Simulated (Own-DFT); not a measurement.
# Response to strain: hcp Ru, 36 atoms (Ru36)

These are calculations, not measurements. They come from Own-DFT, an in-house plane-wave density functional program, since retired, whose code no person has reviewed. Each row is one single-point run on a periodic cell that was not relaxed, without spin or spin-orbit coupling.

Settings of every run: PBE; PseudoDojo norm-conserving scalar-relativistic files; cutoff 50 hartree; 5 x 5 x 4 k mesh centred on Gamma; cold (Marzari-Vanderbilt) smearing of 0.2 eV.

Known limits: forces on such cells failed a check on a denser k mesh; stress not checked against mesh or cutoff.

Unstrained cell vectors in Å: (8.118, 0.000, 0.000); (-4.059, 7.030, 0.000); (0.000, 0.000, 8.563). The unstrained cell has measured lattice constants (interpolated for alloys), not those of this functional. That, the random moves and any unrelaxed bonds set the pressure at no strain. Each run strains this cell uniformly, with the atoms carried along. Every atom was also moved at random, by a Gaussian of width 0.05 Å on each axis. Strain is the symmetric tensor, in per cent. Stress is positive in tension, and the pressure is minus a third of its trace.

| run | e_xx (%) | e_yy (%) | e_zz (%) | e_yz (%) | e_xz (%) | e_xy (%) | s_xx (GPa) | s_yy (GPa) | s_zz (GPa) | s_yz (GPa) | s_xz (GPa) | s_xy (GPa) | P (GPa) | E (meV/atom) |
|---|---|---|---|---|---|---|---|---|---|---|---|---|---|---|
| 1 | 0.25 | -1.62 | 1.32 | -0.28 | 0.41 | -0.89 | -6.50 | -14.28 | -0.98 | -1.21 | 1.25 | -3.89 | 7.25 | 6.4 |
| 2 | 1.90 | -1.46 | 0.16 | -0.40 | -1.30 | -0.73 | 0.28 | -13.12 | -6.53 | -1.35 | -4.47 | -3.19 | 6.46 | 30.1 |
| 3 | -1.01 | 1.73 | -0.37 | 1.32 | 1.66 | -1.41 | -11.45 | -2.34 | -9.53 | 5.16 | 5.75 | -6.00 | 7.77 | 42.2 |
| 4 | 0.27 | 1.09 | 0.34 | 0.17 | -1.87 | -0.45 | -3.43 | 0.63 | -2.69 | 0.77 | -6.71 | -1.77 | 1.83 | 0.4 |
| 5 | -0.73 | -1.56 | -0.18 | 0.44 | 0.01 | 1.42 | -15.62 | -20.88 | -14.65 | 1.42 | -0.28 | 7.06 | 17.05 | 46.0 |
| 6 | 1.67 | 1.33 | 0.37 | 0.76 | 0.53 | -0.02 | 4.55 | 3.96 | 0.23 | 2.85 | 1.40 | -0.06 | -2.91 | 3.4 |
| 7 | -0.16 | 0.88 | 1.69 | 0.61 | 0.59 | 1.10 | -3.48 | 0.25 | 4.94 | 2.34 | 1.77 | 4.56 | -0.57 | 0.0 |
| 8 | 1.91 | -0.53 | -0.01 | 0.13 | 1.83 | 0.12 | 2.52 | -7.25 | -6.23 | 0.40 | 6.18 | 0.73 | 3.65 | 17.7 |
| 9 | 1.52 | 1.04 | -1.16 | -0.70 | 1.97 | -1.02 | 0.79 | -0.98 | -10.70 | -2.74 | 7.60 | -3.81 | 3.63 | 16.9 |
| 10 | -1.65 | 1.05 | -0.79 | 0.31 | 0.54 | -1.86 | -18.61 | -7.43 | -15.36 | 1.76 | 2.01 | -7.62 | 13.80 | 50.8 |
| 11 | 0.40 | -0.39 | 0.60 | -1.30 | -0.97 | -1.15 | -4.95 | -8.16 | -4.28 | -4.59 | -3.38 | -4.30 | 5.80 | 15.4 |
| 12 | 0.50 | 0.45 | 1.44 | 1.46 | -1.84 | -1.38 | -0.89 | -1.94 | 2.07 | 4.75 | -5.86 | -5.32 | 0.25 | 20.5 |
| 13 | -0.14 | 0.10 | 0.59 | -0.23 | -1.77 | 1.53 | -6.69 | -6.38 | -3.27 | -0.50 | -6.46 | 6.05 | 5.45 | 4.4 |
| 14 | 0.13 | -1.82 | -1.83 | 0.04 | -0.34 | 1.48 | -14.99 | -24.03 | -24.66 | 0.46 | -1.88 | 7.10 | 21.23 | 59.3 |
| 15 | 1.83 | -0.49 | 1.21 | -1.52 | 0.78 | -1.14 | 3.53 | -4.66 | 2.39 | -4.92 | 2.17 | -4.54 | -0.42 | 10.9 |
| 16 | 0.11 | 0.67 | -0.85 | 1.26 | 1.65 | 1.82 | ? | ? | ? | ? | ? | ? | ? | ? |

E is the free energy for each atom above the lowest run shown.

## Worked fit

Each stress component was fitted by least squares to a constant and the strains of the runs shown, as fractions, with shears doubled. Shear strains stay in the fit of a normal stress only where such slopes are resolved. The slopes, in GPa:

```
stress  at no strain  per e_xx  per e_yy  per e_zz  scatter
  s_xx          -8.1  588 ± 14  189 ± 13  226 ± 16     0.58
  s_yy          -8.6  235 ± 16  614 ± 15  237 ± 18     0.67
  s_zz          -8.4  197 ± 18  203 ± 16  694 ± 20     0.72
```

Each shear stress against twice its own strain: yz 170 ± 6, xz 172 ± 4, xy 210 ± 6 GPa. These are stiffnesses along x, y and z of the frame in which the cell vectors are given, which need not be the crystal's axes. The atoms are held to the strained lattice; where symmetry lets them move under strain, relaxing them would lower some slopes. The table should be nearly symmetric about its diagonal, and what it lacks of that shows the noise. A ninth of its sum, 354 ± 9 GPa, estimates the bulk modulus near the mean pressure of these runs, 6.0 GPa, so it lies above the value at zero pressure.

## Withheld run

Question: what normal stresses and pressure should run 16 give?

The fit gives s_xx = -8.1, s_yy = -6.2, s_zz = -12.6 and P = 9.0 GPa. The calculation gave -8.44, -6.04, -12.52 and P = 9.00 GPa.
